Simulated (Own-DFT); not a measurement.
# What a defect does to the pressure of its cell: zincblende GaP

Source: density functional calculations with Own-DFT, an unreviewed in-house program that is no longer used. Nothing was measured or relaxed, and spin and spin-orbit coupling are left out.

Settings: PBE; PseudoDojo norm-conserving scalar-relativistic files; cutoff 42 hartree; 3 x 3 x 3 k mesh centred on Gamma; Fermi-Dirac smearing of 0.1 eV.

Caveats (not all hold for every row): not probed for a lower state with spin; forces on such cells failed a check on a denser k mesh; forces on such cells passed a denser k mesh, each cell not checked; stress not checked against mesh or cutoff.

All runs share one cell, with vectors in Å (10.901, 0.000, 0.000); (0.000, 10.901, 0.000); (0.000, 0.000, 10.901) and a volume of 1295.4 Å³. u is the rms random offset of the atoms per axis. The defect's site can differ from row to row.

| cell | formula | u (Å) | P (GPa) |
|---|---|---|---|
| no defect | Ga32P32 | 0.0193 | 2.69 |
| no defect | Ga32P32 | 0.0509 | 3.21 |
| no defect | Ga32P32 | 0.0528 | 3.22 |
| two P vacancies | Ga32P30 | 0.0264 | 2.18 |
| two P vacancies | Ga32P30 | 0.0291 | 2.27 |
| two P vacancies | Ga32P30 | 0.0470 | 2.63 |
| one Ga on a P site | Ga33P31 | 0.0301 | 3.34 |
| one Ga on a P site | Ga33P31 | 0.0316 | 3.31 |
| one Ga on a P site | Ga33P31 | 0.0485 | 3.65 |
| one Ga on a P site | Ga33P31 | 0.0537 | ? |
| one P on a Ga site | Ga31P33 | 0.0293 | 2.94 |
| one P on a Ga site | Ga31P33 | 0.0294 | 2.98 |
| one P on a Ga site | Ga31P33 | 0.0511 | 3.33 |
| one In on a Ga site | Ga31InP32 | 0.0278 | 3.64 |
| one In on a Ga site | Ga31InP32 | 0.0312 | 3.71 |
| one In on a Ga site | Ga31InP32 | 0.0507 | 4.18 |

## Analysis

P = P0 + c u² + a shift for each defect gives P0 = 2.57 GPa, c = 246 ± 12 GPa/Å² and a scatter of 0.04 GPa. The shifts, and each times the cell's volume:

- one In on a Ga site: 0.92 ± 0.03 GPa, 7.4 eV
- one Ga on a P site: 0.51 ± 0.03 GPa, 4.1 eV
- one P on a Ga site: 0.15 ± 0.03 GPa, 1.3 eV
- two P vacancies: -0.52 ± 0.03 GPa, -4.2 eV (-2.1 eV for each of its 2 sites)

Against the defect-free cell, a freed cell would be larger where the shift is positive and smaller where it is negative (160.2 GPa Å³ is 1 eV). The atoms around the defects weren't relaxed, which would change these numbers.

## Test on the hidden row

Q: what pressure belongs in the blank (one Ga on a P site, u = 0.0537 Å)?

Estimate: 3.79 ± 0.05 GPa. Computed: 3.80 GPa.
